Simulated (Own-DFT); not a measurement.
# Point defects and the pressure they add: C40 NbSi2

Source: density functional calculations with Own-DFT, an unreviewed in-house program that is no longer used. Nothing was measured or relaxed, and spin and spin-orbit coupling are left out.

Settings: PBEsol; PseudoDojo norm-conserving scalar-relativistic files, made for PBE; cutoff 42 hartree; 4 x 4 x 5 k mesh centred on Gamma; cold (Marzari-Vanderbilt) smearing of 0.2 eV.

Keep in mind: forces on such cells failed a check on a denser k mesh; stress not checked against mesh or cutoff.

All runs share one cell, with vectors in Å (0.000, 8.324, 0.000); (-9.613, 0.000, 0.000); (0.000, 0.000, 6.586) and a volume of 527.0 Å³. Atoms were moved at random from their sites; u is the rms move along one axis. The defect's site can differ from row to row.

| cell | formula | u (Å) | P (GPa) |
|---|---|---|---|
| no defect | Nb12Si24 | 0.0196 | -2.16 |
| no defect | Nb12Si24 | 0.0497 | -0.95 |
| no defect | Nb12Si24 | 0.0521 | -0.99 |
| two Nb on a Si site each | Nb14Si22 | 0.0258 | 3.40 |
| two Nb on a Si site each | Nb14Si22 | 0.0437 | 4.25 |
| two Nb on a Si site each | Nb14Si22 | 0.0522 | 4.04 |
| one Si vacancy | Nb12Si23 | 0.0270 | -2.66 |
| one Si vacancy | Nb12Si23 | 0.0284 | -2.66 |
| one Si vacancy | Nb12Si23 | 0.0457 | ? |
| one Si vacancy | Nb12Si23 | 0.0490 | -2.27 |
| two Si on a Nb site each | Nb10Si26 | 0.0328 | -1.71 |
| two Si on a Nb site each | Nb10Si26 | 0.0475 | -1.08 |
| two Si on a Nb site each | Nb10Si26 | 0.0479 | -1.06 |

## Worked fit

P = P0 + c u² + a shift for each defect gives P0 = -2.14 GPa, c = 418 ± 71 GPa/Å² and a scatter of 0.20 GPa. The shifts, and each times the cell's volume:

- two Nb on a Si site each: 5.30 ± 0.17 GPa, 17.4 eV (8.7 eV for each of its 2 sites)
- two Si on a Nb site each: 0.08 ± 0.16 GPa, 0.3 eV (0.1 eV for each of its 2 sites) (not resolved)
- one Si vacancy: -0.94 ± 0.17 GPa, -3.1 eV

Against the defect-free cell, a freed cell would be larger where the shift is positive and smaller where it is negative (160.2 GPa Å³ is 1 eV). The atoms around the defects weren't relaxed, which would change these numbers.

## Withheld run

Question: what pressure belongs in the blank (one Si vacancy, u = 0.0457 Å)?

From the fit: -2.20 ± 0.24 GPa. The calculation gave -2.06 GPa.
